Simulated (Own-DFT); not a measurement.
# Computed records: InGa₃P₄ (zincblende random alloy, strained, atoms displaced)

A calculation, not a measurement: plane-wave PBE density functional theory by an unreviewed code, no spin, of a simulated periodic cell, stress positive in tension, free energy of the whole cell less one offset for each atom, forces on such cells passed a denser k mesh, this cell's mesh not checked; offsets are fitted by least squares, one for each functional and potential file, so energies compare only between cells with the same atoms and settings and are not formation energies; the far tail of each file's local potential was reset to the Coulomb form; each entry is a single point on an unrelaxed cell, so the pressure reflects the starting lattice, mostly measured values, from which strain is counted, and rises with the displacements; printed positions are rounded, which can move forces by about a meV/angstrom; the program is a retired in-house code; no spin-orbit coupling. Program: Own-DFT development build.

Common to all runs: functional PBE; potential files PseudoDojo norm-conserving, scalar-relativistic, standard set; wave cutoff 42 hartree; occupations Fermi-Dirac; smearing width 0.1 eV; k mesh 3 x 3 x 3 centred on Gamma.

(1) InGa₃P₄ (zincblende random alloy, strained, atoms displaced)

```
cell vectors (Å)
  11.3066     0.0000     0.0000
   0.0000    11.3066     0.0000
   0.0000     0.0000    10.9332
atoms (fractions of the cell vectors)
In  0.99943  0.99643  0.00661
Ga  0.99379  0.26087  0.25193
Ga  0.24763  0.99688  0.25280
In  0.24456  0.25095  0.99100
P   0.11664  0.13074  0.12698
P   0.12694  0.37899  0.36642
P   0.38083  0.12815  0.37427
P   0.37441  0.37554  0.12053
Ga  0.99987  0.01039  0.49169
Ga  0.00889  0.25412  0.74242
Ga  0.25459  0.00284  0.74624
Ga  0.24923  0.24832  0.50327
P   0.12787  0.11665  0.62940
P   0.12438  0.37642  0.88213
P   0.37536  0.12562  0.87285
P   0.38126  0.37529  0.62468
In  0.00055  0.49756  0.99069
In  0.00395  0.74997  0.25680
Ga  0.24803  0.49360  0.23826
In  0.24644  0.75176  0.99964
P   0.12046  0.62894  0.12466
P   0.12278  0.87600  0.37229
P   0.37203  0.62397  0.36837
P   0.37199  0.87027  0.12538
Ga  0.00241  0.50048  0.50246
Ga  0.00780  0.74797  0.75668
Ga  0.24487  0.49625  0.75367
Ga  0.24710  0.74558  0.49782
P   0.12240  0.62053  0.62318
P   0.12691  0.87934  0.87393
P   0.37330  0.62846  0.87794
P   0.37507  0.88117  0.62444
Ga  0.50257  0.99785  0.99533
Ga  0.49910  0.24745  0.25376
Ga  0.74334  0.00524  0.25119
Ga  0.75133  0.25221  0.00325
P   0.62095  0.12390  0.12650
P   0.62140  0.37445  0.37790
P   0.87077  0.11946  0.37254
P   0.88095  0.38093  0.12729
Ga  0.49128  0.00460  0.49708
Ga  0.50034  0.25170  0.74621
Ga  0.75122  0.99619  0.74504
In  0.75000  0.26125  0.49990
P   0.62683  0.12870  0.62706
P   0.62657  0.37861  0.87805
P   0.86849  0.12754  0.87344
P   0.87672  0.36846  0.62482
Ga  0.50905  0.49680  0.00123
Ga  0.49384  0.75546  0.25037
Ga  0.75502  0.49552  0.24017
In  0.74742  0.75144  0.00544
P   0.62976  0.62349  0.12700
P   0.62559  0.87114  0.37844
P   0.87372  0.62530  0.36947
P   0.87518  0.86862  0.12618
In  0.50507  0.50708  0.49247
Ga  0.50324  0.75130  0.74934
Ga  0.74496  0.51068  0.74145
Ga  0.74672  0.75102  0.50300
P   0.61908  0.61645  0.61826
P   0.62222  0.87735  0.87348
P   0.87443  0.62494  0.87705
P   0.87336  0.87480  0.63120
```

| Quantity | Value |
| --- | --- |
| free energy of cell above offsets | -29.217 eV |
| pressure | 2.8 GPa |
| stress xx | -2.27 GPa |
| stress yy | -2.13 GPa |
| stress zz | -4 GPa |
| stress yz | -0.28 GPa |
| stress xz | -0.53 GPa |
| stress xy | 0.37 GPa |

Force:
```tsv
element	x (eV/Å)	y (eV/Å)	z (eV/Å)
In	-0.672	0.635	-0.777
Ga	0.329	-1.075	0.26
Ga	0.283	0.715	-0.373
In	1.041	-1.173	1.463
P	0.757	0.075	1.692
P	-0.128	-0.41	1.142
P	-1.385	-0.279	-0.048
P	1.139	0.195	0.641
Ga	-0.021	-1.066	0.724
Ga	-0.585	-0.555	0.82
Ga	0.131	-0.504	0.647
Ga	0.205	0.226	-0.229
P	-0.355	1.016	-0.845
P	-0.025	-0.214	-3.658
P	0.971	-0.789	-0.728
P	-1.465	-0.342	0.487
In	-0.458	1.193	1.223
In	-0.785	-0.164	-0.561
Ga	0.147	0.847	0.141
In	-0.059	-0.247	-0.114
P	0.931	-1.691	0.262
P	1.408	1.358	1.898
P	-1.115	0.774	-0.74
P	1.133	1.882	0.662
Ga	-0.659	-0.28	-0.691
Ga	-0.606	0.126	-0.376
Ga	0.842	0.307	-0.275
Ga	0.283	0.409	0.107
P	0.423	0.412	0.482
P	0.076	0.215	-1.672
P	1.284	-1.427	-1.178
P	-0.09	-0.981	-0.29
Ga	-0.673	0.162	0.434
Ga	0.077	0.595	-0.56
Ga	0.269	-1.062	-0.209
Ga	-0.052	-0.049	-0.084
P	0.141	0.335	-0.309
P	0.412	0.059	-3.024
P	0.57	0.779	-0.594
P	-1.318	-1.463	0.039
Ga	1.207	-0.248	0.443
Ga	0.294	-0.145	0.524
Ga	-0.451	0.747	0.499
In	-0.118	-1.867	-0.342
P	-0.891	-1.116	0.219
P	0.288	-0.341	-0.684
P	0.24	0.43	-0.548
P	1.521	2.345	1.264
Ga	-0.751	0.645	0.113
Ga	0.643	-0.569	0.161
Ga	-0.671	0.462	1.071
In	-0.11	0.062	-0.968
P	-1.728	-0.915	1.083
P	-0.587	0.698	-0.224
P	-1.142	-1.271	1.747
P	-0.849	1.505	1.458
In	-2.161	-1.085	-0.733
Ga	-0.565	-0.152	-0.051
Ga	0.815	-0.996	0.878
Ga	0.506	-0.335	-0.02
P	1.954	3.134	2.091
P	-0.113	0.308	-0.801
P	-0.501	0.51	-2.152
P	0.768	-0.354	-0.819
```

(2) InGa₃P₄ (zincblende random alloy, strained, atoms displaced)

```
cell vectors (Å)
  11.3066     0.0000     0.0000
   0.0000    11.3066     0.0000
   0.0000     0.0000    10.9332
atoms (fractions of the cell vectors)
Ga  0.99444  0.99850  0.00351
Ga  0.01089  0.24805  0.24976
Ga  0.24491  0.99688  0.24884
Ga  0.24380  0.25395  0.99871
P   0.12334  0.12599  0.12561
P   0.13107  0.37237  0.38395
P   0.37275  0.11714  0.38459
P   0.37712  0.37504  0.13106
Ga  0.00071  0.99621  0.49942
Ga  0.99791  0.25326  0.75197
Ga  0.24971  0.00030  0.75987
Ga  0.24635  0.25371  0.50460
P   0.12454  0.13142  0.62012
P   0.12882  0.37574  0.87506
P   0.37628  0.12626  0.87233
P   0.36772  0.37787  0.62390
Ga  0.99705  0.50631  0.00609
In  0.99902  0.75515  0.25979
Ga  0.25505  0.50002  0.24943
Ga  0.25371  0.75077  0.00976
P   0.12360  0.61609  0.12947
P   0.13583  0.87800  0.37602
P   0.37076  0.62846  0.37587
P   0.37812  0.87437  0.12708
Ga  0.99224  0.50490  0.49909
Ga  0.99926  0.75819  0.74120
Ga  0.25195  0.49131  0.75006
Ga  0.24231  0.74560  0.49711
P   0.12404  0.63214  0.62633
P   0.12360  0.87688  0.87168
P   0.37720  0.62222  0.87305
P   0.37804  0.88445  0.63013
In  0.49919  0.00472  0.00652
In  0.50241  0.25106  0.24309
Ga  0.75453  0.00375  0.25181
Ga  0.75049  0.24288  0.00059
P   0.62679  0.12212  0.12619
P   0.62115  0.36940  0.37053
P   0.88191  0.11968  0.37805
P   0.87483  0.38647  0.12046
Ga  0.49407  0.99904  0.49916
In  0.50068  0.24799  0.74314
In  0.74393  0.00488  0.74343
Ga  0.74376  0.25033  0.51112
P   0.62805  0.11612  0.63192
P   0.63079  0.37029  0.86750
P   0.87225  0.12552  0.87858
P   0.88269  0.37716  0.62211
In  0.49971  0.50610  0.99690
Ga  0.49659  0.75398  0.25108
Ga  0.75038  0.50149  0.25369
Ga  0.74393  0.76165  0.99592
P   0.61576  0.61561  0.12147
P   0.63136  0.87442  0.37557
P   0.87758  0.62614  0.37551
P   0.88059  0.87465  0.12849
In  0.48948  0.50690  0.49924
Ga  0.49784  0.74854  0.75234
In  0.75006  0.50466  0.75201
Ga  0.74576  0.75253  0.50702
P   0.63626  0.62153  0.62924
P   0.62972  0.86861  0.87434
P   0.86542  0.61664  0.87087
P   0.86907  0.87748  0.62901
```

| Property | Result |
| --- | --- |
| free energy of cell above offsets | -28.314 eV |
| pressure | 3.06 GPa |
| stress xx | -2.41 GPa |
| stress yy | -2.45 GPa |
| stress zz | -4.31 GPa |
| stress yz | 1.06 GPa |
| stress xz | -1.46 GPa |
| stress xy | 0.17 GPa |

Force:
```tsv
element	x (eV/Å)	y (eV/Å)	z (eV/Å)
Ga	0.529	0.238	-0.433
Ga	-0.931	0.728	0.481
Ga	0.83	0.645	-0.069
Ga	0.821	-0.342	0.324
P	0.372	-0.477	-0.492
P	-0.654	0.936	-1.023
P	-0.718	0.657	-0.709
P	-2.132	0.487	-1.421
Ga	0.294	0.12	0.306
Ga	0.385	-0.291	-0.098
Ga	-0.164	0.505	-0.906
Ga	0.515	-0.637	-0.176
P	-0.313	-0.922	1.084
P	-1.017	0.311	0.19
P	-1.799	0.181	0.716
P	-0.569	-0.586	-0.016
Ga	0.15	-0.137	-1.164
In	1.127	-0.41	-0.505
Ga	-0.468	-0.423	0.458
Ga	-0.575	-0.502	-0.769
P	0.899	0.623	-0.403
P	-0.428	0.401	0.972
P	-0.976	1.4	-1.383
P	-1.3	-0.479	0.899
Ga	1.172	-0.25	0.07
Ga	-0.312	-0.681	0.871
Ga	-0.445	1.15	0.221
Ga	0.927	0.612	0.575
P	-0.187	-0.988	0.018
P	-0.1	-0.3	0.926
P	-1.865	1.383	-1.138
P	-0.493	-1.274	-0.02
In	0.146	-0.83	-1.341
In	-0.761	-1.489	1.029
Ga	0.197	-0.263	0.092
Ga	0.036	0.994	0.089
P	2.251	0.203	0.284
P	1.97	1.15	1.529
P	-0.567	0.875	-0.173
P	-0.15	-1.565	0.81
Ga	1.007	-0.354	0.192
In	-0.321	0.532	0.087
In	1.964	-1.691	2.766
Ga	0.666	-0.072	-0.771
P	-2.376	2.125	-4.128
P	-0.138	-0.788	1.709
P	1.093	0.417	0.247
P	-0.409	-0.774	-0.136
In	-0.394	-2.609	-0.92
Ga	0.652	-0.609	0.164
Ga	-0.261	-0.078	-0.26
Ga	1.094	-1.784	1.05
P	2.637	3.011	2.51
P	-0.736	0.182	-0.089
P	-1.896	-0.712	1.129
P	-1.803	0.852	-1.162
In	1.699	-0.567	0.317
Ga	0.336	0.095	-0.418
In	0.217	-2.716	-0.881
Ga	0.509	-0.286	-0.413
P	-2.506	2.376	-1.48
P	-1.468	0.137	-0.309
P	3.18	3.456	2.64
P	1.553	-0.893	-1.547
```

(3) InGa₃P₄ (zincblende random alloy, strained, atoms displaced)

```
cell vectors (Å)
  11.3066     0.0000     0.0000
   0.0000    11.3066     0.0000
   0.0000     0.0000    10.9332
atoms (fractions of the cell vectors)
Ga  0.99588  0.00332  0.99913
Ga  0.99336  0.24943  0.25377
Ga  0.24580  0.99959  0.25255
In  0.24503  0.24696  0.99635
P   0.13198  0.13387  0.12560
P   0.12311  0.37471  0.37602
P   0.37485  0.12180  0.37150
P   0.36831  0.37164  0.12278
In  0.00147  0.99949  0.49280
Ga  0.99755  0.25330  0.74503
Ga  0.24816  0.00337  0.74961
Ga  0.24829  0.24005  0.50348
P   0.12173  0.12666  0.61856
P   0.12202  0.37192  0.88042
P   0.37090  0.12018  0.88853
P   0.36958  0.37730  0.62425
In  0.00253  0.49419  0.99540
Ga  0.00327  0.75020  0.25300
Ga  0.24877  0.49716  0.24370
Ga  0.25162  0.74509  0.99769
P   0.13366  0.62378  0.12613
P   0.12858  0.87256  0.37886
P   0.37077  0.62188  0.37358
P   0.37356  0.87198  0.12505
Ga  0.00961  0.49721  0.49698
Ga  0.99954  0.75095  0.74676
Ga  0.25367  0.49832  0.74214
Ga  0.24586  0.75493  0.49600
P   0.11516  0.62307  0.62379
P   0.12732  0.87472  0.86862
P   0.37398  0.62855  0.87510
P   0.36951  0.86882  0.62266
Ga  0.49812  0.99695  0.00285
In  0.50385  0.25441  0.24849
In  0.75108  0.99703  0.25337
Ga  0.74080  0.24547  0.00263
P   0.63344  0.13185  0.12476
P   0.62073  0.37028  0.37569
P   0.88003  0.12770  0.36934
P   0.87436  0.37864  0.12639
Ga  0.50551  0.00119  0.50231
In  0.50403  0.24991  0.75203
Ga  0.74223  0.99694  0.76106
Ga  0.75202  0.25129  0.51081
P   0.61809  0.12449  0.62921
P   0.62998  0.37550  0.87899
P   0.87901  0.11476  0.87854
P   0.87100  0.38186  0.62337
Ga  0.49119  0.49711  0.00313
In  0.49722  0.74552  0.26076
Ga  0.74925  0.49809  0.24823
Ga  0.74821  0.75658  0.00452
P   0.62122  0.62585  0.12423
P   0.63133  0.87717  0.37734
P   0.87583  0.62670  0.37412
P   0.87804  0.86914  0.12044
Ga  0.50085  0.50221  0.50076
In  0.50264  0.75865  0.74895
Ga  0.75077  0.50593  0.75099
Ga  0.75143  0.75174  0.49782
P   0.62135  0.63545  0.62332
P   0.62989  0.88371  0.87532
P   0.87062  0.62847  0.87574
P   0.87437  0.87678  0.62327
```

| Item | Value |
| --- | --- |
| pressure | withheld |
| stress zz | withheld |

Questions
1. InGa₃P₄ (zincblende random alloy, strained, atoms displaced) (entry 3): pressure?
2. Estimate the stress zz of InGa₃P₄ (zincblende random alloy, strained, atoms displaced) (entry 3).
3. Give the table of force values for InGa₃P₄ (zincblende random alloy, strained, atoms displaced) (entry 3).

Answers
1. 2.66 GPa
2. -3.9 GPa
3. 
Force:
```tsv
element	x (eV/Å)	y (eV/Å)	z (eV/Å)
Ga	1.324	-0.765	0.558
Ga	0.826	0.781	-0.775
Ga	0.342	-0.05	-0.501
In	0.644	0.849	-0.201
P	-2.71	-2.366	2.043
P	0.595	-0.596	-0.402
P	-0.37	-0.589	0.975
P	0.483	1.581	0.197
In	-0.521	-0.066	0.497
Ga	-0.108	-0.22	0.382
Ga	0.164	-0.138	-0.141
Ga	0.39	0.906	-0.679
P	0.758	0.574	1.75
P	0.598	-0.156	-3.561
P	1.144	-1.465	-1.879
P	0.188	-0.17	-0.873
In	-0.803	1.716	0.876
Ga	0.084	-0.353	-0.369
Ga	0.09	-0.097	0.686
Ga	-0.239	0.646	0.048
P	-0.459	0.806	0.271
P	0.346	-0.491	-1.743
P	-1.299	-1.237	1.462
P	-0.576	0.75	-0.35
Ga	-1.118	0.311	-0.076
Ga	-0.408	0.084	0.251
Ga	-0.87	0.598	0.81
Ga	0.313	-1.363	0.548
P	1.173	0.302	0.097
P	-0.33	-0.061	0.639
P	-0.294	-1.269	0.139
P	-0.588	1.966	-0.825
Ga	0.285	0.249	0.427
In	-1.117	-0.79	-0.505
In	0.7	0.394	-1.045
Ga	1.831	0.822	-0.702
P	-1.269	-1.531	-0.762
P	1.896	1.863	1.786
P	-0.983	1.289	0.908
P	-1.023	-1.468	0.613
Ga	-0.81	-0.436	-0.298
In	-1.504	0.573	0.903
Ga	1.504	0.995	-1.514
Ga	-0.295	-0.318	-0.793
P	2.077	-1.265	-1.061
P	0.197	1.096	0.454
P	-1.027	1.618	-0.856
P	0.496	-0.129	0.222
Ga	0.454	0.299	-0.256
In	0.526	0.839	-0.718
Ga	-0.148	0.305	0.207
Ga	-0.172	-0.807	-0.443
P	0.812	-0.808	-0.639
P	-1.088	-0.53	1.69
P	0.031	-0.401	0.057
P	0.917	0.047	0.142
Ga	-0.225	-0.012	-0.048
In	-0.379	-0.157	0.852
Ga	-0.396	0.149	-0.078
Ga	0.36	-0.1	0.257
P	1.402	-1.891	-0.981
P	-0.58	-0.55	1.834
P	-0.227	0.812	-0.466
P	-1.014	-0.578	0.964
```

Further results for InGa₃P₄ (zincblende random alloy, strained, atoms displaced) (entry 3):

| Quantity | Value |
| --- | --- |
| free energy of cell above offsets | -29.939 eV |
| stress xx | -2.02 GPa |
| stress yy | -2.05 GPa |
| stress yz | 0.02 GPa |
| stress xz | 0.53 GPa |
| stress xy | -0.04 GPa |
